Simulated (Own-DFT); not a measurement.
Simulation results for Al3GaN4 (wurtzite random alloy, strained, atoms displaced)

All values are calculated (Own-DFT development build). A calculation, not a measurement: plane-wave density functional theory by an unreviewed code, no spin, of a simulated periodic cell, stress positive in tension, run twice, with PBE and with PBEsol, both on files made for PBE, so the change isn't that of files made for PBEsol, forces on such cells passed a denser k mesh, this cell's mesh not checked; the far tail of each file's local potential was reset to the Coulomb form; each entry is a single point on an unrelaxed cell, so the pressure reflects the starting lattice, mostly measured values (interpolated for alloys), from which strain is counted, and rises with the displacements; printed positions are rounded, which can move forces by about a meV/angstrom; the program, named Own-DFT, is a retired in-house code; no spin-orbit coupling; stress was not checked against mesh or cutoff.

Common to all runs: functional PBE, then PBEsol; potential files PseudoDojo norm-conserving, scalar-relativistic, standard set; wave cutoff 42 hartree; occupations Fermi-Dirac; smearing width 0.1 eV; k mesh 4 x 4 x 3 centred on Gamma.

(1) Al3GaN4 (wurtzite random alloy, strained, atoms displaced)

```
Al3GaN4
1.0
      9.3703     0.0000     0.0000
     -4.6851     8.1149     0.0000
      0.0000     0.0000    10.0655
Al N Al Ga N Al N Ga N Al Ga N Al N Al Ga N Al N Al N Ga N Al N Al Ga N Al N Al N Al N Al N Al Ga N Al N
2 2 1 1 2 2 2 2 2 1 1 2 2 2 1 1 2 2 2 2 2 2 2 2 2 1 1 2 2 2 2 2 2 2 2 2 1 1 2 2 2
Direct
  0.10676 0.22699 0.00111
  0.21700 0.11527 0.24924
  0.11303 0.22126 0.18604
  0.20872 0.09942 0.44716
  0.11321 0.21506 0.50636
  0.22160 0.11828 0.74978
  0.10119 0.22054 0.69569
  0.20331 0.09868 0.94735
  0.11865 0.55265 0.99728
  0.21867 0.43960 0.24532
  0.11341 0.55438 0.19889
  0.22675 0.44571 0.43917
  0.11213 0.55891 0.49689
  0.23421 0.45373 0.75129
  0.11112 0.56024 0.68894
  0.22156 0.43909 0.93503
  0.11467 0.89416 0.00462
  0.22799 0.78378 0.25124
  0.11653 0.89434 0.19507
  0.21722 0.76944 0.44063
  0.10942 0.88402 0.50227
  0.23140 0.77774 0.73832
  0.09833 0.87501 0.69448
  0.22009 0.78008 0.93608
  0.44628 0.22618 0.99806
  0.54775 0.10168 0.25248
  0.44162 0.23130 0.18830
  0.56310 0.11946 0.43573
  0.44520 0.21958 0.49640
  0.55655 0.10754 0.75007
  0.45517 0.23215 0.68727
  0.56248 0.11895 0.93771
  0.45843 0.57271 0.99991
  0.56073 0.44687 0.25606
  0.44637 0.55234 0.17996
  0.55717 0.45039 0.44360
  0.43637 0.55189 0.51202
  0.55323 0.44529 0.75003
  0.45674 0.56448 0.68412
  0.55706 0.44238 0.94400
  0.43431 0.88537 0.00586
  0.55318 0.77276 0.24637
  0.43994 0.89090 0.18586
  0.55721 0.78399 0.44175
  0.43773 0.88224 0.50747
  0.56159 0.78185 0.74575
  0.44141 0.88920 0.68605
  0.55618 0.78011 0.93900
  0.78242 0.22339 0.00011
  0.88915 0.10572 0.25749
  0.78667 0.23150 0.19591
  0.87546 0.10332 0.44393
  0.77575 0.21998 0.50226
  0.88394 0.09877 0.75866
  0.77383 0.21557 0.68417
  0.87736 0.10541 0.94667
  0.78168 0.56449 0.99763
  0.88812 0.44017 0.24983
  0.77248 0.55158 0.18394
  0.89612 0.44792 0.43071
  0.77255 0.54856 0.50433
  0.88056 0.43853 0.76300
  0.77698 0.55890 0.69499
  0.89070 0.45244 0.94209
  0.77818 0.88378 0.00254
  0.88609 0.77599 0.25980
  0.77253 0.88715 0.20110
  0.89070 0.78186 0.43786
  0.77798 0.88989 0.50728
  0.88466 0.78054 0.75152
  0.78253 0.88275 0.69012
  0.88366 0.76677 0.93635
```

- PBE pressure: 7.52 GPa
- PBE stress xx: -5.42 GPa
- PBE stress yy: -7.81 GPa
- PBE stress zz: -9.32 GPa
- PBE stress yz: 0.01 GPa
- PBE stress xz: -0.05 GPa
- PBE stress xy: 0.26 GPa
- PBEsol pressure: 4.38 GPa
- PBEsol stress xx: -2.3 GPa
- PBEsol stress yy: -4.73 GPa
- PBEsol stress zz: -6.11 GPa
- PBEsol stress yz: 0.01 GPa
- PBEsol stress xz: -0.03 GPa
- PBEsol stress xy: 0.28 GPa
- rms change of force components from PBE to PBEsol: 0.068 eV/Å

Force:
```tsv
force element	PBE force x (eV/Å)	PBE force y (eV/Å)	PBE force z (eV/Å)	PBEsol force x (eV/Å)	PBEsol force y (eV/Å)	PBEsol force z (eV/Å)
Al	0.632	-1.3	-0.3	0.617	-1.301	-0.33
Al	1.496	-0.346	0.399	1.504	-0.353	0.432
N	-1.49	0.011	0.757	-1.495	0.009	0.739
N	1.707	1.305	-1.072	1.71	1.288	-1.081
Al	-2.19	0.95	-0.351	-2.194	0.965	-0.343
Ga	0.9	-1.609	0.513	0.855	-1.563	0.518
N	0.169	0.305	-0.799	0.326	0.376	-0.687
N	1.029	3.035	-0.771	1.026	3.059	-0.904
Al	-1.522	1.027	0.623	-1.52	1.037	0.623
Al	0.916	0.733	0.842	0.934	0.742	0.849
N	-0.066	-0.348	-2.135	-0.08	-0.179	-2.067
N	-0.55	-2.179	-0.644	-0.531	-1.993	-0.519
Ga	0.209	-2.244	0.697	0.212	-2.184	0.668
Ga	-1.487	-0.607	-1.047	-1.455	-0.604	-1.011
N	-0.097	-0.959	0.829	0.009	-1.044	0.706
N	0.556	1.12	1.911	0.589	1.135	1.703
Al	-0.297	-2.484	-0.116	-0.303	-2.527	-0.115
Ga	-1.068	-1.394	0.258	-1.052	-1.37	0.269
N	-0.876	0.303	-0.943	-0.84	0.138	-0.823
N	0.322	3.554	0.601	0.319	3.317	0.492
Al	-0.517	-0.781	0.467	-0.506	-0.789	0.451
Al	-2.998	-0.37	2.243	-2.975	-0.362	2.252
N	1.419	1.408	-1.145	1.417	1.514	-1.096
N	0.783	-0.449	0.234	0.756	-0.458	0.208
Al	-0.511	-0.664	0.607	-0.523	-0.694	0.576
Ga	0.308	2.646	-1.062	0.302	2.583	-1.018
N	0.09	-1.012	0.53	0.197	-1.073	0.563
N	-1.174	-1.542	2.185	-1.156	-1.563	1.974
Al	-0.579	0.501	0.081	-0.613	0.503	0.066
Al	-0.489	0.901	0.074	-0.491	0.885	0.081
N	-0.338	-2.557	-0.551	-0.454	-2.41	-0.434
N	-0.582	-1.155	0.387	-0.57	-1.153	0.397
Al	0.027	-3.155	-0.377	0.017	-3.17	-0.424
Al	-0.61	0.012	-1.02	-0.618	0.03	-0.999
N	-0.68	0.562	1.849	-0.667	0.53	1.842
N	0.444	-1.372	-0.511	0.285	-1.295	-0.43
Ga	0.791	1.025	-4.545	0.777	1.006	-4.434
Ga	1.113	0.496	1.147	1.092	0.49	1.114
N	-1.019	-0.485	3.61	-1.01	-0.484	3.53
N	-0.87	1.092	-0.384	-0.863	1.105	-0.525
Al	0.64	1.044	-2.08	0.644	1.055	-2.105
Al	-0.627	-0.078	1.234	-0.652	-0.092	1.246
N	2.193	-1.163	-0.006	2.024	-1.061	0.166
N	-0.294	-0.267	-0.157	-0.281	-0.394	-0.113
Al	0.63	0.907	-2.623	0.629	0.902	-2.642
Ga	-0.565	0.304	0.858	-0.545	0.276	0.837
N	0.83	0.922	0.681	0.99	0.853	0.741
N	-0.313	1.161	0.413	-0.317	1.198	0.242
Al	-1.518	0.801	1.301	-1.527	0.811	1.298
Al	-0.865	0.941	-0.449	-0.849	0.941	-0.453
N	0.376	-2.456	-1.489	0.268	-2.54	-1.437
N	1.933	0.985	0.158	1.926	0.98	0.164
Al	0.485	1.08	-1.111	0.492	1.1	-1.121
Al	-0.75	1.345	-0.819	-0.764	1.33	-0.805
N	0.411	0.248	2.024	0.423	0.247	2.021
N	1.542	-0.055	-0.716	1.543	-0.064	-0.699
Al	-0.063	-2.418	0.947	-0.065	-2.426	0.934
Al	-0.456	1.727	-0.574	-0.467	1.77	-0.583
N	0.835	0.153	0.841	0.836	0.289	0.888
N	-2.109	-1.113	1.881	-1.94	-1.019	1.942
Al	1.045	1.072	-0.222	1.05	1.082	-0.224
Al	0.533	0.769	-2.518	0.534	0.746	-2.533
N	1.181	-0.308	-0.806	1.03	-0.383	-0.735
N	1.156	-1.147	0.885	1.148	-1.131	0.922
Al	-0.026	0.085	0.776	-0.009	0.077	0.774
Ga	0.566	-0.575	-2.299	0.55	-0.557	-2.223
N	-0.018	0.482	-2.203	0.134	0.393	-2.136
N	-0.176	-0.928	3.507	-0.181	-0.931	3.269
Al	-0.026	-0.635	-1.733	-0.03	-0.657	-1.729
Al	2.053	-1.788	0.469	2.028	-1.79	0.49
N	-1.033	1.727	0.084	-1.198	1.636	0.133
N	-0.474	3.207	0.673	-0.452	3.218	0.655
```

(2) Al3GaN4 (wurtzite random alloy, strained, atoms displaced)

```
Al3GaN4
1.0
      9.3703     0.0000     0.0000
     -4.6851     8.1149     0.0000
      0.0000     0.0000    10.0655
Ga Al N Al N Al N Al Ga N Ga Al N Ga Al N Al N Al N Al N Al N Al Ga N Al Ga N Al N Al Ga N Al N Ga Al N Al N Al Ga N
1 1 2 2 2 2 2 1 1 2 1 1 2 1 1 2 2 2 2 2 2 2 2 2 1 1 2 1 1 2 2 2 1 1 2 2 2 1 1 2 2 2 1 1 2
Direct
  0.12023 0.23114 0.00048
  0.22509 0.10890 0.25341
  0.11175 0.22584 0.18469
  0.22656 0.11799 0.44008
  0.10328 0.22374 0.49428
  0.22482 0.10738 0.74813
  0.10767 0.22188 0.68692
  0.22391 0.11235 0.94541
  0.10857 0.55370 0.00851
  0.22969 0.45361 0.25216
  0.11343 0.55811 0.20077
  0.22194 0.44506 0.43751
  0.11313 0.56082 0.49566
  0.22797 0.44558 0.74977
  0.11233 0.54693 0.68714
  0.23217 0.45168 0.94099
  0.10636 0.87687 0.00604
  0.22182 0.77869 0.24453
  0.11036 0.88151 0.18468
  0.21653 0.77119 0.43355
  0.11405 0.88854 0.50148
  0.22509 0.77844 0.74713
  0.10830 0.88865 0.70076
  0.20613 0.76080 0.94118
  0.45314 0.22295 0.00324
  0.55687 0.10995 0.24106
  0.44125 0.21324 0.19603
  0.54702 0.11706 0.44479
  0.45450 0.22032 0.50610
  0.55382 0.12200 0.75446
  0.44917 0.22089 0.69044
  0.56482 0.12131 0.92927
  0.45267 0.55413 0.99727
  0.55615 0.44505 0.25070
  0.44875 0.55385 0.18531
  0.54431 0.44179 0.44169
  0.45129 0.56025 0.50062
  0.55696 0.44953 0.75193
  0.43898 0.54941 0.69342
  0.56301 0.44672 0.94910
  0.44438 0.88407 0.99701
  0.54944 0.78095 0.24452
  0.44463 0.89513 0.18155
  0.55935 0.78419 0.43248
  0.43920 0.88500 0.49936
  0.55518 0.78263 0.74634
  0.44496 0.88949 0.68840
  0.54893 0.77414 0.93643
  0.76948 0.22367 0.99854
  0.89008 0.10951 0.24865
  0.77384 0.21910 0.18947
  0.88354 0.10445 0.43291
  0.77109 0.22450 0.49720
  0.90293 0.12081 0.75843
  0.77959 0.22674 0.69279
  0.89587 0.10616 0.93705
  0.77475 0.56199 0.00632
  0.89007 0.45563 0.25199
  0.77571 0.55510 0.19168
  0.88129 0.44593 0.44248
  0.77871 0.55576 0.50044
  0.88461 0.43734 0.74908
  0.77647 0.55603 0.68822
  0.88167 0.44124 0.94224
  0.77583 0.88029 0.00198
  0.89396 0.78318 0.25710
  0.77722 0.89511 0.19637
  0.89000 0.78638 0.44934
  0.77393 0.88393 0.50292
  0.88622 0.77037 0.74356
  0.77159 0.88801 0.68624
  0.88695 0.77050 0.93475
```

* PBE pressure: 7.37 GPa
* PBE stress xx: -8.16 GPa
* PBE stress yy: -6.32 GPa
* PBE stress zz: -7.61 GPa
* PBE stress yz: 0.15 GPa
* PBE stress xz: 0.68 GPa
* PBE stress xy: 0.69 GPa
* PBEsol pressure: 4.21 GPa
* PBEsol stress xx: -5.05 GPa
* PBEsol stress yy: -3.21 GPa
* PBEsol stress zz: -4.38 GPa
* PBEsol stress yz: 0.17 GPa
* PBEsol stress xz: 0.68 GPa
* PBEsol stress xy: 0.71 GPa
* rms change of force components from PBE to PBEsol: 0.073 eV/Å

Force:
```tsv
force element	PBE force x (eV/Å)	PBE force y (eV/Å)	PBE force z (eV/Å)	PBEsol force x (eV/Å)	PBEsol force y (eV/Å)	PBEsol force z (eV/Å)
Ga	-0.283	-0.786	-0.384	-0.275	-0.788	-0.375
Al	-1.026	0.304	-0.607	-1.036	0.278	-0.633
N	0.506	-0.06	2.799	0.518	-0.048	2.592
N	0.006	-0.168	0.316	0.016	-0.295	0.382
Al	0.799	-0.256	0.487	0.787	-0.258	0.495
Al	-0.991	1.051	0.924	-1.007	1.067	0.923
N	2.702	-0.088	-1.137	2.522	-0.022	-0.992
N	1.945	-0.253	-1.335	1.778	-0.301	-1.226
Al	0.134	-1.439	-0.792	0.124	-1.467	-0.773
Al	0.257	-1.494	-0.411	0.262	-1.478	-0.427
N	-0.308	-0.224	-1.259	-0.305	-0.229	-1.234
N	0.094	0.698	0.388	0.109	0.699	0.401
Al	0.09	-1.9	0.726	0.072	-1.905	0.726
Ga	-1.405	-1.047	0.579	-1.388	-1.016	0.566
N	-2.02	1.846	-0.544	-1.843	1.74	-0.474
N	-0.751	0.751	0.707	-0.754	0.579	0.592
Ga	-0.69	1.571	-2.631	-0.678	1.527	-2.568
Al	0.474	0.252	0.467	0.489	0.261	0.459
N	-0.86	0.794	3.565	-0.864	0.797	3.313
N	0.992	1.108	-0.014	0.84	1.201	0.032
Ga	-0.246	1.12	0.572	-0.262	1.078	0.558
Al	-0.496	-1.308	0.769	-0.493	-1.322	0.767
N	1.997	0.169	-1.34	1.81	0.05	-1.416
N	2.414	1.575	-0.846	2.246	1.674	-0.786
Al	-1.499	-0.349	0.047	-1.491	-0.349	0.055
Al	-0.208	0.441	1.89	-0.194	0.429	1.916
N	0.201	1.4	-1.2	0.193	1.404	-1.187
N	3.397	-2.546	-1.906	3.401	-2.562	-1.924
Al	-3.983	1.703	-0.29	-3.998	1.72	-0.279
Al	2.456	-1.431	-2.039	2.475	-1.457	-2.054
N	-1.784	1.167	0.314	-1.791	1.181	0.312
N	-1.228	-2.069	2.627	-1.228	-2.071	2.63
Al	-1.345	0.255	0.31	-1.337	0.261	0.294
Al	-0.277	-0.789	0.472	-0.258	-0.791	0.468
N	-0.541	-0.13	0.15	-0.546	0.031	0.191
N	1.267	-0.113	-0.509	1.386	-0.071	-0.462
Al	-1.454	-0.326	0.015	-1.469	-0.295	0.024
Al	0.417	-0.698	0.231	0.414	-0.698	0.247
N	2.413	1.262	-1.582	2.201	1.308	-1.46
N	-0.634	-0.748	-1.496	-0.621	-0.762	-1.495
Al	-1.095	0.369	-0.982	-1.112	0.388	-1.002
Ga	1.055	-0.494	0.11	1.051	-0.472	0.126
N	-1.002	-0.429	0.163	-0.851	-0.523	0.227
N	-0.808	-0.856	1.98	-0.804	-0.85	1.779
Al	0.319	0.859	-0.25	0.313	0.861	-0.264
Ga	0.421	-0.784	0.471	0.41	-0.762	0.481
N	-1.774	1.112	-0.311	-1.586	1.04	-0.24
N	1.181	0.314	1.423	1.184	0.305	1.236
Al	2.621	-0.028	0.348	2.644	-0.04	0.346
Al	-0.277	1.304	-0.36	-0.285	1.319	-0.374
N	0.384	1.03	-0.102	0.401	1.043	-0.094
N	-0.594	0.895	1.134	-0.599	0.87	1.132
Al	1.076	-0.862	0.568	1.081	-0.87	0.566
Ga	-1.969	-1.476	-1.777	-1.913	-1.432	-1.719
N	-0.865	-0.992	-1.149	-0.735	-1.087	-1.096
N	-1.935	-0.293	2.872	-1.794	-0.186	2.706
Al	1.788	-0.749	-0.67	1.808	-0.747	-0.661
Al	0.599	-1.872	0.04	0.599	-1.872	0.035
N	-0.156	1.144	0.599	-0.167	1.152	0.595
N	2.278	-0.545	-1.206	2.092	-0.43	-1.119
Ga	-1.761	0.403	-0.053	-1.701	0.4	-0.03
Al	0.48	1.624	0.571	0.491	1.652	0.579
N	0.134	-2.175	0.788	0.144	-1.964	0.662
N	0.525	0.793	0.237	0.503	0.809	0.233
Al	-0.041	1.177	-0.458	-0.045	1.166	-0.463
Al	-0.898	-0.247	-0.255	-0.892	-0.263	-0.253
N	1.597	-1.273	-1.691	1.433	-1.365	-1.626
N	0.333	-0.893	-1.809	0.504	-0.967	-1.686
Al	-0.715	1.632	-0.509	-0.72	1.629	-0.518
Ga	-1.164	1.375	0.957	-1.123	1.347	0.947
N	1.12	0.433	-0.104	1.089	0.401	0.077
N	-1.388	0.255	1.39	-1.224	0.345	1.247
```

(3) Al3GaN4 (wurtzite random alloy, strained, atoms displaced)

```
Al3GaN4
1.0
      9.3703     0.0000     0.0000
     -4.6851     8.1149     0.0000
      0.0000     0.0000    10.0655
Al Ga N Al N Al N Al Ga N Al N Ga Al N Al N Al N Ga Al N Al N Ga Al N Al N Al N Al Ga N Ga Al N Al Ga N Al Ga N Al N
1 1 2 2 2 2 2 1 1 2 2 2 1 1 2 2 2 2 2 1 1 2 2 2 1 1 2 2 2 2 2 1 1 2 1 1 2 1 1 2 1 1 2 2 2
Direct
  0.11335 0.22872 0.99309
  0.23077 0.11547 0.24112
  0.11504 0.22126 0.19474
  0.22191 0.11492 0.44979
  0.11387 0.22308 0.49522
  0.21972 0.10245 0.74528
  0.10672 0.22605 0.67922
  0.21084 0.10110 0.94408
  0.11909 0.56195 0.00715
  0.22167 0.44046 0.24727
  0.10273 0.55447 0.19010
  0.22253 0.43552 0.44681
  0.10944 0.54883 0.49941
  0.22333 0.44225 0.74791
  0.11572 0.55997 0.69049
  0.21678 0.43848 0.93269
  0.10675 0.88726 0.00004
  0.20782 0.76283 0.25032
  0.11122 0.89029 0.18990
  0.20929 0.77165 0.43289
  0.10572 0.88713 0.50619
  0.22947 0.79228 0.74636
  0.11199 0.89243 0.69427
  0.23309 0.78199 0.93280
  0.44507 0.22225 0.00221
  0.55270 0.11184 0.24632
  0.44517 0.23176 0.18507
  0.55746 0.11055 0.44024
  0.43863 0.21977 0.49252
  0.55009 0.11789 0.75071
  0.44882 0.21967 0.69169
  0.56422 0.11836 0.93629
  0.44027 0.55937 0.99647
  0.56129 0.42650 0.24597
  0.44185 0.55261 0.18953
  0.56337 0.43964 0.43082
  0.44403 0.55531 0.49736
  0.55710 0.44084 0.75450
  0.44736 0.55267 0.69893
  0.56351 0.45207 0.94120
  0.45234 0.88936 0.00127
  0.55734 0.77644 0.24687
  0.43874 0.88827 0.18851
  0.55683 0.77237 0.43313
  0.43881 0.89109 0.49337
  0.55947 0.77291 0.75542
  0.44045 0.87657 0.69281
  0.55381 0.77853 0.93633
  0.78365 0.22593 0.00395
  0.88462 0.11088 0.24770
  0.77650 0.22788 0.18470
  0.89368 0.11114 0.44388
  0.78096 0.22937 0.49911
  0.88059 0.10229 0.74756
  0.77392 0.21862 0.68682
  0.89927 0.12287 0.93617
  0.78042 0.55508 0.00055
  0.90199 0.44426 0.25080
  0.76611 0.55977 0.18436
  0.88353 0.44385 0.43751
  0.78731 0.57150 0.50142
  0.89003 0.43957 0.74528
  0.77262 0.54982 0.68965
  0.88684 0.44397 0.93816
  0.77271 0.88618 0.99879
  0.89045 0.76833 0.25069
  0.77066 0.88817 0.18413
  0.88759 0.77651 0.43727
  0.77872 0.89883 0.50232
  0.88768 0.78632 0.74432
  0.77979 0.89121 0.69255
  0.88581 0.77105 0.93991
```

- PBE pressure: 7.64 GPa
- PBE stress xx: -5.87 GPa
- PBE stress yy: -9.67 GPa
- PBE stress zz: -7.37 GPa
- PBE stress yz: -0.13 GPa
- PBE stress xz: 0.44 GPa
- PBE stress xy: -1.62 GPa
- PBEsol pressure: 4.49 GPa
- PBEsol stress xx: -2.73 GPa
- PBEsol stress yy: -6.57 GPa
- PBEsol stress zz: -4.16 GPa
- PBEsol stress yz: -0.09 GPa
- PBEsol stress xz: 0.44 GPa
- PBEsol stress xy: -1.63 GPa
- rms change of force components from PBE to PBEsol: 0.072 eV/Å

Force:
```tsv
force element	PBE force x (eV/Å)	PBE force y (eV/Å)	PBE force z (eV/Å)	PBEsol force x (eV/Å)	PBEsol force y (eV/Å)	PBEsol force z (eV/Å)
Al	0.607	-1.352	1.089	0.636	-1.355	1.105
Ga	-1.203	-1.266	1.867	-1.196	-1.239	1.812
N	-2.269	0.595	-1.397	-2.086	0.482	-1.349
N	0.635	-0.65	-1.508	0.62	-0.827	-1.563
Al	-0.589	-0.636	0.778	-0.609	-0.649	0.752
Al	-0.777	2.937	0.86	-0.785	2.962	0.863
N	1.496	-1.774	1.038	1.366	-1.672	1.154
N	1.033	1.784	-0.949	1.03	1.778	-0.947
Al	-0.884	-0.46	-2.919	-0.866	-0.444	-2.918
Al	0.669	0.436	0.906	0.646	0.45	0.91
N	2.605	-0.318	-0.459	2.623	-0.328	-0.46
N	-0.779	2.008	-1.89	-0.771	2.003	-1.88
Al	-0.119	0.355	0.689	-0.127	0.343	0.68
Ga	-0.668	0.245	-0.833	-0.665	0.243	-0.797
N	-0.454	1.022	-1.239	-0.445	0.855	-1.109
N	-0.633	1.156	2.271	-0.499	1.262	2.101
Al	0.598	-0.882	-0.22	0.608	-0.901	-0.208
Al	0.588	3.002	-0.341	0.58	3.007	-0.357
N	1.048	-0.968	-0.693	0.902	-0.876	-0.571
N	1.578	-0.237	0.959	1.421	-0.155	1.034
Ga	0.399	0.49	-1.199	0.389	0.48	-1.194
Al	0.351	-2.647	0.735	0.332	-2.645	0.723
N	-0.51	-1.205	0.041	-0.522	-1.225	-0.143
N	-1.887	-0.688	1.237	-1.728	-0.593	1.289
Al	-0.183	0.236	-1.877	-0.2	0.222	-1.876
Al	0.336	-0.407	0.351	0.319	-0.4	0.342
N	2.117	-3.05	-0.762	1.927	-3.18	-0.698
N	-0.575	0.118	-0.957	-0.564	0.138	-0.948
Al	1.493	0.94	1.36	1.508	0.933	1.361
Al	2.85	-1.872	-0.032	2.87	-1.903	-0.032
N	-2.481	0.577	-0.985	-2.495	0.592	-1.006
N	-0.506	0.256	0.891	-0.492	0.116	0.943
Ga	0.971	-1.109	0.616	0.963	-1.074	0.603
Al	-2.111	4.507	1.346	-2.134	4.516	1.34
N	-0.096	-0.079	0.595	-0.057	-0.09	0.439
N	-0.957	0.463	1.238	-0.941	0.479	1.235
Al	1.213	-0.463	0.4	1.215	-0.473	0.412
Al	-0.18	0.095	-0.325	-0.18	0.078	-0.321
N	1.125	0.579	-1.845	0.957	0.48	-1.784
N	-1.474	-2.273	-0.567	-1.432	-2.089	-0.433
Ga	-1.432	1.15	-0.543	-1.41	1.103	-0.539
Al	-0.61	-0.562	0.009	-0.617	-0.562	-0.015
N	0.107	-0.283	1.668	0.111	-0.294	1.487
N	-0.688	1.01	1.133	-0.684	1.011	1.128
Al	0.889	-1.188	0.748	0.878	-1.195	0.749
Al	-1.265	0.072	-1.43	-1.267	0.082	-1.431
N	0.552	2.065	-1.449	0.58	2.061	-1.436
N	1.768	0.528	0.028	1.576	0.439	0.175
Al	-0.275	0.225	-2.013	-0.278	0.208	-2.022
Al	0.704	-0.504	0.243	0.707	-0.505	0.253
N	0.47	-0.512	1.59	0.459	-0.507	1.592
N	-1.257	0.669	-1.404	-1.252	0.69	-1.389
Al	-0.04	-1.087	0.271	-0.025	-1.086	0.26
Ga	0.351	2.997	0.368	0.342	2.953	0.361
N	-0.943	-0.61	-0.665	-0.793	-0.522	-0.533
N	-1.067	-1.733	1.487	-1.075	-1.745	1.297
Ga	0.122	-0.147	-0.557	0.096	-0.125	-0.546
Al	-3.93	-0.916	0.415	-3.956	-0.905	0.414
N	2.751	-1.74	1.311	2.792	-1.528	1.178
N	1.074	0.758	-0.095	1.046	0.774	-0.088
Al	-0.62	-3.237	0.139	-0.596	-3.246	0.136
Ga	0.006	0.753	0.77	0.007	0.734	0.768
N	-0.239	1.935	-0.711	-0.094	1.848	-0.642
N	2.057	-0.113	1.011	1.898	-0.017	0.903
Al	1.152	0.623	-0.237	1.152	0.622	-0.254
Ga	-1.477	1.676	-0.535	-1.444	1.645	-0.524
N	0.469	0.897	0.413	0.587	0.829	0.458
N	-1.228	1.392	1.382	-1.086	1.501	1.24
Al	0.007	-1.587	-0.724	0.015	-1.584	-0.719
Al	1.357	-2.288	1.706	1.375	-2.292	1.7
N	-0.692	-2.219	-1.467	-0.711	-1.982	-1.392
N	-0.451	2.511	-1.134	-0.452	2.298	-1.071
```
